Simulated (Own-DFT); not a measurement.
# Computed records: SiC (4H silicon carbide, atoms displaced), SiC (twinned 3C silicon carbide, atoms displaced), SiC (2H silicon carbide, atoms displaced), GaP (zincblende, strained, atoms displaced)

A calculation, not a measurement: plane-wave PBE density functional theory by an unreviewed code, no spin, of a simulated periodic cell, stress positive in tension, free energy of the whole cell less one offset for each atom, forces on such cells passed a denser k mesh, this cell's mesh not checked; offsets are fitted by least squares, one for each functional and potential file, so energies compare only between cells with the same atoms and settings and are not formation energies; the far tail of each file's local potential was reset to the Coulomb form; each entry is a single point on an unrelaxed cell, so the pressure reflects the starting lattice, mostly measured values (interpolated for alloys), from which strain is counted, and rises with the displacements; printed positions are rounded, which can move forces by about a meV/angstrom; the program, named Own-DFT, is a retired in-house code; no spin-orbit coupling. Program: Own-DFT development build.

Settings shared by all entries: functional PBE; potential files PseudoDojo norm-conserving, scalar-relativistic, standard set; wave cutoff 42 hartree; occupations Fermi-Dirac; smearing width 0.1 eV.

(1) SiC (4H silicon carbide, atoms displaced)

```xyz
32
Lattice="6.1654 0.0000 0.0000 -3.0827 5.3394 0.0000 0.0000 0.0000 10.0681" Properties=species:S:1:pos:R:3 SiC
Si     0.0195     0.0436     4.1682
Si     0.0256     1.7163     1.6228
C      2.9660     5.3276     0.8867
C      0.1241     1.8460     3.5965
Si    -1.5479     2.6862     4.1309
Si    -1.4789     4.3635     1.6093
C      4.6578     2.6043     0.9131
C     -1.4825     4.5430     3.3762
Si     3.1654     0.1567     4.1403
Si     2.9375     1.7043     1.6468
C      3.1136     0.0404     0.8534
C      3.0898     1.6449     3.4759
Si     1.6910     2.6751     4.2173
Si     1.6247     4.3881     1.5495
C      1.4935     2.6125     0.9207
C      1.6125     4.4066     3.4277
Si    -0.0613     0.1908     8.9510
Si     3.1935     3.6727     6.4435
C      0.0407     0.0693     5.9322
C      3.1113     3.5492     8.4516
Si     4.5567     2.7279     9.1043
Si     4.7674     0.8339     6.6175
C      4.5725     2.6175     6.0052
C      4.6795     0.8070     8.5829
Si    -0.0352     5.2809     9.1730
Si    -0.0206     3.5476     6.6276
C      0.0700     5.1714     5.8150
C      0.0399     3.5099     8.5936
Si     1.5222     2.6646     9.0754
Si     1.6901     0.8620     6.5843
C      1.6438     2.5772     5.9796
C      1.4192     0.8903     8.5351
```

Settings of this run: hardware one NVIDIA H100 and k mesh 5 x 5 x 3 centred on Gamma.

The calculation gives: free energy of cell above offsets 1.664 eV; pressure 8.18 GPa; stress xx -8.11 GPa; stress yy -6.84 GPa; stress zz -9.6 GPa; stress yz 3.09 GPa; stress xz -0.55 GPa; stress xy 1.96 GPa; wall time 121.4 s.

Force:
| element | x (eV/Å) | y (eV/Å) | z (eV/Å) |
| --- | --- | --- | --- |
| Si | 0.681 | 0.054 | -4.574 |
| Si | -1.224 | -0.002 | -0.139 |
| C | 3.543 | 0.269 | -0.279 |
| C | -1.723 | -0.566 | -1.217 |
| Si | 1.836 | 0.438 | -1.855 |
| Si | -1.22 | 1.052 | -3.132 |
| C | -1.277 | 0.358 | 1.511 |
| C | -0.403 | -0.954 | 3.863 |
| Si | -0.069 | -8.15 | -2.96 |
| Si | 2.712 | 0.699 | -2.451 |
| C | -0.664 | -1.727 | 3.403 |
| C | 0.75 | 6.855 | -0.772 |
| Si | -2.068 | 0.261 | -3.037 |
| Si | -1.972 | 0.341 | -0.014 |
| C | 0.615 | 0.399 | 0.194 |
| C | 0.2 | 1.039 | 1.668 |
| Si | 3.477 | -7.533 | 5.882 |
| Si | -2.331 | -2.47 | 3.898 |
| C | 2.09 | -0.678 | 1.26 |
| C | -1.394 | 1.661 | -1.173 |
| Si | 1.306 | -1.66 | 1.298 |
| Si | -3.459 | 0.835 | 1.023 |
| C | 2.11 | 0.103 | -0.547 |
| C | -7.645 | 4.168 | -4.287 |
| Si | 0.158 | 0.929 | -1.375 |
| Si | 1.344 | -1.866 | 0.005 |
| C | 0.248 | 2.114 | 5.451 |
| C | -2.161 | 1.365 | -2.619 |
| Si | 2.176 | -0.163 | 1.209 |
| Si | -0.683 | -0.273 | 0.795 |
| C | -0.263 | 2.241 | 1.7 |
| C | 5.311 | 0.86 | -2.728 |

(2) SiC (twinned 3C silicon carbide, atoms displaced)

```xyz
108
Lattice="6.5394 -6.5394 0.0000 0.0000 6.5394 -6.5394 8.7192 8.7192 8.7192" Properties=species:S:1:pos:R:3 SiC
Si    10.3281     3.8047    -2.7421
C      7.0631     0.5346    -5.9881
Si     1.6378     1.6588    -0.5599
C      2.7149     2.7403     0.5466
Si     3.8388     1.5984     1.6723
C      4.9467     2.7592     2.6973
Si    10.3481    -0.5218     1.6221
C      7.0633    -3.7863    -1.6170
Si     1.6475     3.8600    -2.7884
C      2.7266     4.8771    -1.6265
Si     3.8151     3.8304    -0.5525
C      4.9111     4.8990     0.5205
Si     3.8399     8.1663    -0.5128
C      0.5764     4.9025    -3.8355
Si     1.6808     5.9861    -4.9028
C      2.7264     7.1000    -3.8772
Si     3.8155     5.9938    -2.7139
C      4.9068     7.1151    -1.6226
Si     5.9954     8.1494    -2.7358
C      2.7199     4.9257    -5.9509
Si     3.7616    -0.5749    -0.5844
C      4.9408     0.5777     0.5288
Si     5.9971    -0.5010     1.6317
C      7.1171     0.5004     2.7638
Si     6.0095     3.8467     1.6197
C      2.7357     0.5753    -1.5888
Si     3.7796     1.6268    -2.7162
C      4.9383     2.6682    -1.6015
Si     5.9922     1.5980    -0.5700
C      7.1067     2.7442     0.5407
Si     5.9735     6.0127    -0.5077
C      2.7710     2.7351    -3.7856
Si     3.8069     3.8694    -4.9249
C      4.9167     4.8657    -3.9104
Si     5.9572     3.7877    -2.7245
C      7.0666     4.9147    -1.6310
Si     8.1837    -0.5571     3.7996
C      4.9006     2.7201    -5.9698
Si     6.0124    -2.7020    -0.5485
C      7.1191    -1.6155     0.5714
Si     8.1079    -2.7336     1.6808
C      9.2809    -1.5763     2.7255
Si     8.1613     1.6001     1.5735
C      4.8871    -1.6481    -1.6104
Si     5.9926    -0.5641    -2.7380
C      7.0485     0.5295    -1.6480
Si     8.1735    -0.5716    -0.4931
C      9.2719     0.5026     0.5105
Si     8.2209     3.8415    -0.5387
C      4.8991     0.5904    -3.7777
Si     5.9394     1.6299    -4.9187
C      7.0873     2.7677    -3.7805
Si     8.1474     1.6318    -2.7371
C      9.2547     2.7504    -1.6148
Si     8.2310    14.6764     1.6672
C     11.4535     4.9387    -1.5973
Si    11.0512     4.4891     0.1954
C     12.1796     5.5900     1.3023
Si    11.7563     7.5349     0.8684
C     12.9105     8.5304     1.9808
Si     8.1898    12.5158     3.8009
C     11.4185     2.6965     0.5546
Si    11.0903     2.2998     2.3932
C     12.1650     3.4801     3.4617
Si    11.8384     5.2416     3.0638
C     12.8581     6.3608     4.1762
Si    14.7098     3.8409     5.9759
C      4.9323     7.0682     2.7062
Si    11.0632     0.1827     4.5522
C     12.1325     1.2500     5.6269
Si    11.8354     3.1000     5.2819
C     12.8703     4.2142     6.3213
Si    12.5552    10.3535     1.6522
C      9.2951     7.0491    -1.6360
Si     8.8597     6.7032     0.2336
C      9.9842     7.8017     1.2578
Si     9.6922     9.6272     0.9511
C     10.7192    10.7406     1.9721
Si    12.4964     8.1210     3.7657
C      9.2699     4.9036     0.5716
Si     8.9279     4.5498     2.3119
C     10.0089     5.6525     3.4620
Si     9.6361     7.4499     3.0665
C     10.7351     8.5220     4.2660
Si    12.4648     5.9717     6.0571
C      9.2952     2.7107     2.6863
Si     8.8330     2.3781     4.5813
C     10.0104     3.3824     5.6186
Si     9.6081     5.2515     5.2035
C     10.6909     6.3363     6.3727
Si    10.3182    12.5330     1.6263
C      7.0800     2.7649     4.8562
Si     6.8123     8.9435     0.1661
C      7.8122    10.0269     1.2466
Si     7.4395    11.8454     0.8436
C      8.5711    12.9282     1.9783
Si    10.3468    10.3475     3.8114
C      7.0699     7.0536     0.5974
Si     6.7893     6.6459     2.3927
C      7.8212     7.7648     3.4623
Si     7.4767     9.6132     3.1072
C      8.5168    10.8048     4.2066
Si    10.3471     8.1805     6.0060
C      7.0988     4.9175     2.6964
Si     6.7134     4.5451     4.5493
C      7.8143     5.6190     5.6741
Si     7.4502     7.4712     5.2674
C      8.5131     8.5155     6.3372
```

Settings of this run: hardware one NVIDIA H200 and k mesh 4 x 4 x 2 centred on Gamma.

It finds free energy of cell above offsets -15.707 eV; pressure 3.81 GPa; stress xx -3.6 GPa; stress yy -4.07 GPa; stress zz -3.75 GPa; stress yz 0.11 GPa; stress xz -0.13 GPa; stress xy 0.02 GPa; wall time 603 s.

Force:
| element | x (eV/Å) | y (eV/Å) | z (eV/Å) |
| --- | --- | --- | --- |
| Si | 0.811 | 0.724 | 0.276 |
| C | 0.804 | 0.446 | 0.206 |
| Si | -0.449 | 0.163 | 0.97 |
| C | 0.058 | -0.164 | 0.629 |
| Si | 0.151 | 1.684 | -1.728 |
| C | -0.69 | -0.793 | 0.672 |
| Si | 0.582 | -0.689 | 0.15 |
| C | 0.654 | -0.137 | -0.971 |
| Si | 0.05 | -1.226 | 1.548 |
| C | -0.099 | 0.892 | -0.491 |
| Si | 0.218 | -1.156 | 0.325 |
| C | -0.441 | 0.402 | 0.568 |
| Si | -0.815 | 0.285 | -0.814 |
| C | -0.65 | 0.489 | -0.137 |
| Si | -1.502 | 0.79 | -0.237 |
| C | 0.005 | -0.42 | 2.069 |
| Si | 0.133 | -0.211 | -0.555 |
| C | -0.051 | -0.611 | -0.309 |
| Si | 0.216 | 0.67 | -0.163 |
| C | -0.174 | -0.613 | -1.657 |
| Si | 1.335 | 0.795 | 1.315 |
| C | -1.037 | -1.108 | 0.332 |
| Si | 0.231 | -0.785 | -0.179 |
| C | -0.788 | 1.118 | -1.104 |
| Si | 0.034 | -0.6 | -0.422 |
| C | -0.895 | -0.682 | -0.984 |
| Si | 1.136 | 0.286 | 0.425 |
| C | -1.361 | 1.2 | -0.855 |
| Si | 0.66 | 0.966 | 0.672 |
| C | -0.326 | -0.481 | -0.445 |
| Si | 0.589 | -0.39 | -0.915 |
| C | -1.024 | 0.274 | -1.045 |
| Si | 0.127 | -1.788 | 0.113 |
| C | 0.065 | 1.398 | 2.172 |
| Si | 0.353 | 0.552 | 0.404 |
| C | 0.053 | -0.029 | 0.029 |
| Si | 0.119 | -0.158 | 1.182 |
| C | -0.138 | 0.844 | -0.802 |
| Si | -0.354 | -0.189 | 0.793 |
| C | -1.199 | -0.324 | -0.06 |
| Si | 1.988 | 0.57 | -0.807 |
| C | -0.368 | -1.454 | -0.344 |
| Si | 0.469 | 0.619 | 1.195 |
| C | -0.011 | 0.063 | -0.555 |
| Si | -0.465 | 0.211 | -0.066 |
| C | 1.236 | -0.543 | 0.215 |
| Si | 0.035 | 0.174 | -1.711 |
| C | -0.047 | 0.795 | 0.332 |
| Si | -1.494 | -0.223 | -0.203 |
| C | -0.326 | -1.515 | -0.865 |
| Si | 1.142 | 0.076 | 0.81 |
| C | -0.806 | -1.408 | -0.442 |
| Si | 0.364 | 0.143 | 0.385 |
| C | 0.425 | -1.006 | -0.53 |
| Si | -1.213 | 1.266 | -0.97 |
| C | -0.292 | -0.978 | -0.487 |
| Si | 0.973 | 0.805 | 0.075 |
| C | -0.395 | 1.23 | -1.337 |
| Si | 1.316 | -2.392 | 0.733 |
| C | -0.255 | 0.105 | -0.088 |
| Si | -0.999 | 1.88 | -0.161 |
| C | 1.453 | 0.16 | 0.344 |
| Si | 0.204 | 1.163 | -0.439 |
| C | 0.7 | -1.413 | 0.032 |
| Si | -0.555 | 0.565 | 0.604 |
| C | 0.907 | -0.522 | 0.484 |
| Si | -0.232 | -0.103 | 0.993 |
| C | 0.365 | -0.496 | 0.789 |
| Si | 0.268 | -0.238 | -0.681 |
| C | 1.168 | 0.979 | -0.313 |
| Si | -0.844 | -0.549 | -0.895 |
| C | 0.678 | -1.056 | 1.305 |
| Si | 0.049 | 0.223 | -0.533 |
| C | -1.588 | 0.877 | 0.84 |
| Si | 0.658 | -0.018 | -1.623 |
| C | -0.35 | 0.533 | 0.78 |
| Si | -1.691 | 0.121 | -1.589 |
| C | 0.479 | -0.407 | 1.173 |
| Si | 0.909 | 1.144 | 1.189 |
| C | 0.229 | 0.525 | -0.731 |
| Si | -0.084 | -0.92 | 1.603 |
| C | -0.101 | -0.39 | -1.119 |
| Si | 0.294 | -0.138 | 1.032 |
| C | -0.691 | 0.546 | -2.388 |
| Si | 1.054 | 0.932 | -1.509 |
| C | -0.874 | -0.015 | 0.816 |
| Si | 2.125 | -1.147 | -1.645 |
| C | -0.33 | 1.438 | 0.57 |
| Si | 0.342 | -0.538 | 1.528 |
| C | -0.423 | 0.436 | -0.22 |
| Si | 0.895 | 0.247 | 0.242 |
| C | -0.463 | -0.765 | 1.027 |
| Si | -2.099 | -1.049 | 0.248 |
| C | 1.241 | -0.094 | 1.017 |
| Si | -0.232 | -0.588 | 2.229 |
| C | -0.978 | -1.389 | 0.43 |
| Si | 0.504 | 0.458 | 0.625 |
| C | 0.516 | 1.141 | -0.607 |
| Si | -1.789 | 1.909 | -0.437 |
| C | 0.354 | 0.987 | -0.072 |
| Si | -0.919 | 0.483 | -0.6 |
| C | 0.898 | -2.558 | -0.79 |
| Si | -0.132 | -0.327 | 0.929 |
| C | 0.569 | -1.244 | 1.058 |
| Si | -0.238 | 0.699 | -0.333 |
| C | 0.182 | 0.653 | -2.344 |
| Si | -0.654 | -1.11 | 0.208 |
| C | 0.55 | 1.017 | 0.612 |

(3) SiC (2H silicon carbide, atoms displaced)

```xyz
32
Lattice="6.1654 0.0000 0.0000 -3.0827 5.3394 0.0000 0.0000 0.0000 10.0681" Properties=species:S:1:pos:R:3 SiC
Si     6.1244     0.0566    10.0473
Si    -0.0045     1.7494     2.5193
C      0.0279     0.0336     1.8810
C      0.0172     1.7464     4.3649
Si     3.0777     5.3096     4.9967
Si    -0.0533     1.7883     7.5419
C     -3.0438     5.3017     6.9235
C      0.0420     1.7888     9.4447
Si    -1.5511     2.7101    10.0455
Si    -1.5038     4.4427     2.5145
C     -1.5231     2.6786     1.9022
C     -1.5455     4.4419     4.4271
Si     4.6117     2.6675     5.0624
Si    -1.5279     4.4944     7.5859
C     -1.4926     2.6513     6.9323
C     -1.5380     4.4267     9.4696
Si     3.0750     0.0095    10.0298
Si     3.0845     1.8073     2.5514
C     -0.0180     5.3101     1.8852
C      3.1491     1.8097     4.4080
Si     0.0340     5.3314     4.9803
Si     3.1785     1.8087     7.5797
C      3.1119     0.0442     6.8890
C      3.1035     1.8057     9.4159
Si     1.4997     2.6395     0.0709
Si     1.5750     4.4006     2.5699
C      1.5246     2.6757     1.9064
C      1.5548     4.4197     4.4183
Si     1.5234     2.7267     5.0503
Si     1.5387     4.4170     7.5019
C      1.5611     2.6979     6.8969
C      1.5429     4.4328     9.4352
```

Here we set hardware one NVIDIA H100 and k mesh 5 x 5 x 3 centred on Gamma.

It finds free energy of cell above offsets -4.478 eV; pressure 3.98 GPa; stress xx -2.19 GPa; stress yy -3.68 GPa; stress zz -6.08 GPa; stress yz 0.23 GPa; stress xz -0.83 GPa; stress xy -0.72 GPa; wall time 118.8 s.

Force:
| element | x (eV/Å) | y (eV/Å) | z (eV/Å) |
| --- | --- | --- | --- |
| Si | 0.485 | -1.557 | 0.426 |
| Si | -0.118 | 0.767 | -0.164 |
| C | -0.475 | -1.307 | 0.207 |
| C | -0.262 | 0.676 | 1.37 |
| Si | 0.785 | 0.766 | 0.979 |
| Si | 2.782 | -0.843 | 0.088 |
| C | -0.976 | 0.857 | -0.255 |
| C | -1.438 | 0.275 | -0.426 |
| Si | 0.446 | -1.149 | 1.091 |
| Si | -0.799 | 0.056 | 0.015 |
| C | -0.427 | -0.295 | -0.521 |
| C | 0.57 | -0.096 | -0.478 |
| Si | 1.364 | 0.035 | -0.691 |
| Si | 0.72 | -0.559 | -0.7 |
| C | -0.788 | 1.531 | -0.097 |
| C | -0.442 | 1.575 | -0.727 |
| Si | 0.597 | -0.184 | 0.713 |
| Si | 0.38 | -0.786 | -0.977 |
| C | 1.261 | 0.933 | 0.35 |
| C | -1.683 | -0.486 | 0.276 |
| Si | -0.929 | 0.798 | 0.883 |
| Si | -2.067 | -0.328 | -1.164 |
| C | -0.084 | -0.472 | 0.465 |
| C | -0.541 | -0.285 | 1.108 |
| Si | 1.526 | 1.182 | -1.556 |
| Si | -0.497 | 1.477 | -1.78 |
| C | 0.435 | -0.596 | 0.613 |
| C | -0.12 | 0.788 | -0.355 |
| Si | 0.538 | -2.505 | -0.302 |
| Si | 0.253 | 0.912 | 0.971 |
| C | -0.182 | -1.247 | 0.698 |
| C | -0.314 | 0.068 | -0.058 |

(4) GaP (zincblende, strained, atoms displaced)

```xyz
64
Lattice="10.8620 0.0000 0.0000 0.0000 10.8620 0.0000 0.0000 0.0000 10.9439" Properties=species:S:1:pos:R:3 GaP
Ga    10.8296     0.0018     0.0439
Ga     0.0195     2.6694     2.7467
Ga     2.6715    10.7849     2.6106
Ga     2.8098     2.8077     0.0001
P      1.3195     1.2606     1.3614
P      1.2397     4.1262     3.9900
P      4.0823     1.2487     4.1660
P      4.0881     4.0630     1.2909
Ga     0.0190     0.0626     5.5360
Ga     0.0590     2.6743     8.2259
Ga     2.8174    10.7012     8.2237
Ga     2.7040     2.6489     5.3620
P      1.3541     1.2834     6.8414
P      1.2472     4.1316     9.4827
P      4.1050     1.2911     9.5385
P      4.0800     4.1884     6.8631
Ga    10.8346     5.2944    10.8903
Ga     0.0824     8.0753     2.7668
Ga     2.6881     5.4312     2.6936
Ga     2.7066     8.2087     0.0628
P      1.3471     6.7045     1.3077
P      1.5740     9.4824     4.1498
P      4.1005     6.9022     4.1782
P      4.0296     9.5696     1.2150
Ga     0.0248     5.4519     5.4126
Ga     0.0051     8.1637     8.2063
Ga     2.8782     5.5309     8.1519
Ga     2.6863     8.1609     5.4419
P      1.4116     6.6918     6.8791
P      1.3917     9.4182     9.5695
P      4.1027     6.7716     9.6490
P      4.0189     9.5893     6.8395
Ga     5.3369    10.7292     0.0025
Ga     5.5240     2.5888     2.7320
Ga     8.0765     0.0534     2.7342
Ga     8.1961     2.7320    10.9145
P      6.7850     1.3454     1.5088
P      6.7601     4.2492     4.1069
P      9.5519     1.2944     4.0536
P      9.4923     4.1000     1.3566
Ga     5.3335    10.8344     5.4378
Ga     5.4452     2.7189     8.1177
Ga     8.0722    10.8198     8.1255
Ga     8.1778     2.4663     5.4534
P      6.7384     1.3443     6.7114
P      6.8629     4.0747     9.5675
P      9.5660     1.4158     9.7196
P      9.3554     4.0490     6.9053
Ga     5.2786     5.5145    10.9361
Ga     5.4693     8.2183     2.6689
Ga     8.1369     5.6387     2.7067
Ga     8.2438     8.1504    10.9244
P      6.8049     6.6742     1.3668
P      6.7927     9.5082     4.2860
P      9.4744     6.7777     4.1751
P      9.5554     9.5260     1.3881
Ga     5.5131     5.3782     5.5420
Ga     5.4681     8.2012     8.2203
Ga     8.2199     5.3711     8.1653
Ga     8.1637     8.2490     5.3439
P      6.9354     6.7925     6.9380
P      6.7879     9.4614     9.6133
P      9.4317     6.7191     9.5229
P      9.5193     9.5083     6.9333
```

It was run with k mesh 3 x 3 x 3 centred on Gamma.

The calculation gives: free energy of cell above offsets -29.528 eV; pressure 4.48 GPa; stress xx -4.76 GPa; stress yy -4.44 GPa; stress zz -4.23 GPa; stress yz -0.2 GPa; stress xz -0.05 GPa; stress xy 1.33 GPa.

Force:
| element | x (eV/Å) | y (eV/Å) | z (eV/Å) |
| --- | --- | --- | --- |
| Ga | 0.465 | -0.602 | -0.763 |
| Ga | -0.54 | 0.131 | -0.919 |
| Ga | 0.564 | 0.594 | 0.933 |
| Ga | -1.644 | -1.167 | -1.244 |
| P | 0.771 | 1.508 | -0.111 |
| P | 1.377 | -0.678 | 0.743 |
| P | -0.685 | 0.997 | -2.217 |
| P | 0.538 | -0.009 | 1.867 |
| Ga | -0.182 | -1.297 | -0.714 |
| Ga | -0.956 | 0.044 | -0.542 |
| Ga | -1.669 | 1.72 | 1.041 |
| Ga | -0.505 | 0.993 | 0.828 |
| P | 1.091 | 0.818 | 0.697 |
| P | 2.519 | -0.397 | 0.001 |
| P | -0.035 | 0.769 | 0.085 |
| P | 0.027 | -1.977 | -0.966 |
| Ga | -0.473 | 1.297 | 0.146 |
| Ga | -0.054 | 0.398 | 0.215 |
| Ga | 0.854 | 0.292 | 0.413 |
| Ga | -0.572 | -1.609 | -0.701 |
| P | -0.127 | 0.543 | -0.114 |
| P | -2.866 | 0.937 | -1.04 |
| P | 0.422 | -1.222 | -0.938 |
| P | -0.047 | -1.391 | 2.569 |
| Ga | -0.633 | -0.701 | 1.382 |
| Ga | 0.081 | -1.212 | 0.265 |
| Ga | -1.196 | -0.473 | 1.327 |
| Ga | 0.79 | -1.098 | 1.719 |
| P | -0.705 | 1.398 | -0.812 |
| P | -0.563 | 0.863 | 0.257 |
| P | -0.956 | 2.11 | -1.265 |
| P | 1.334 | -2.298 | -0.751 |
| Ga | 2.091 | 2.148 | -1.178 |
| Ga | -1.465 | 2.181 | 1.572 |
| Ga | 0.87 | -1.457 | 0.826 |
| Ga | -0.826 | 0.22 | 0.906 |
| P | 0.268 | -0.595 | -3.114 |
| P | 1.106 | -2.306 | -0.868 |
| P | 0.081 | -0.142 | 0.167 |
| P | -0.276 | -0.275 | 1.012 |
| Ga | 0.778 | -0.288 | 1.043 |
| Ga | 0.178 | 0.235 | 0.723 |
| Ga | 0.114 | 0.865 | 1.14 |
| Ga | 0.095 | 2.522 | -0.52 |
| P | -0.48 | -0.775 | 1.104 |
| P | -1.306 | 0.028 | 0.09 |
| P | -0.452 | -1.026 | -1.851 |
| P | 2.395 | -1.768 | -2.036 |
| Ga | 2.297 | -1.709 | 0.456 |
| Ga | -0.086 | -0.387 | 0.41 |
| Ga | 0.904 | -2.206 | 0.956 |
| Ga | -0.501 | -0.435 | 0.341 |
| P | -1.138 | 2.418 | -1.373 |
| P | -1.079 | 1.057 | -2.802 |
| P | 0.669 | 0.857 | -0.721 |
| P | -0.566 | -0.648 | 0.699 |
| Ga | -0.322 | 1.767 | 0.316 |
| Ga | -0.252 | -0.682 | -0.42 |
| Ga | -1.276 | 0.599 | 1.137 |
| Ga | 1.062 | -1.458 | 2.533 |
| P | -1.1 | 0.715 | -1.185 |
| P | 0.348 | 0.599 | 0.113 |
| P | 1.382 | 0.605 | 0.599 |
| P | 0.06 | 0.059 | -1.471 |
